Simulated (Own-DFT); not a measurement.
# PBE and PBEsol under strain: C40 NbSi2, 36 atoms (Nb12Si24)

Calculated, not measured: single-point runs of Own-DFT, a retired in-house plane-wave DFT program that no person has reviewed, on unrelaxed cells, without spin or spin-orbit coupling.

Limits: forces on such cells failed a check on a denser k mesh; stress not checked against mesh or cutoff.

Each geometry was run with PBE and with PBEsol, otherwise alike: PseudoDojo norm-conserving scalar-relativistic files made for PBE; cutoff 42 hartree; 4 x 4 x 5 k mesh centred on Gamma; cold (Marzari-Vanderbilt) smearing of 0.2 eV. Unstrained cell vectors in Å: (0.000, 8.324, 0.000); (-9.613, 0.000, 0.000); (0.000, 0.000, 6.586). Each has a uniform strain, of which the change of volume is shown, and random moves of rms u per axis.

```
run,volume change (%),u (Å),P with PBE (GPa),P with PBEsol (GPa)
1,-0.65,0.0536,3.81,0.13
2,1.26,0.0532,0.92,-2.68
3,0.86,0.0537,1.92,-1.69
4,-0.06,0.0456,3.26,-0.40
5,-4.40,0.0517,11.93,8.08
6,1.25,0.0471,0.09,-3.51
7,1.94,0.0476,-0.96,-4.52
8,-0.06,0.0497,2.51,-1.14
9,0.92,0.0552,1.01,-2.61
10,2.54,0.0543,-1.19,-4.73
11,0.18,0.0470,2.29,?
```

Q: by how much does PBEsol shrink this cell, and what belongs in the blank?

## Working it out

Write v for the change of volume as a fraction. Fitted to v and u², the PBE pressure has a slope of -194 ± 9 GPa in v, with the ions held to the strained lattice. The difference PBEsol less PBE is -3.65 + 4.5 v GPa (slope ± 0.1) and averages -3.64 GPa. Divided by the mean slope of the two, 192 GPa, that makes PBEsol's volume at a given pressure, near 1 GPa, about 1.9 % smaller, or 0.63 % in lengths. At one volume PBEsol's slope is the smaller by 4 GPa, but its pressure there is lower too. If stiffness rises by about 4 GPa for each GPa, PBEsol at equal pressure is stiffer by about 10 GPa. Files made for PBEsol would give a different shift.

For run 11 the line gives -1.36 GPa. The hidden result is -1.35 GPa.
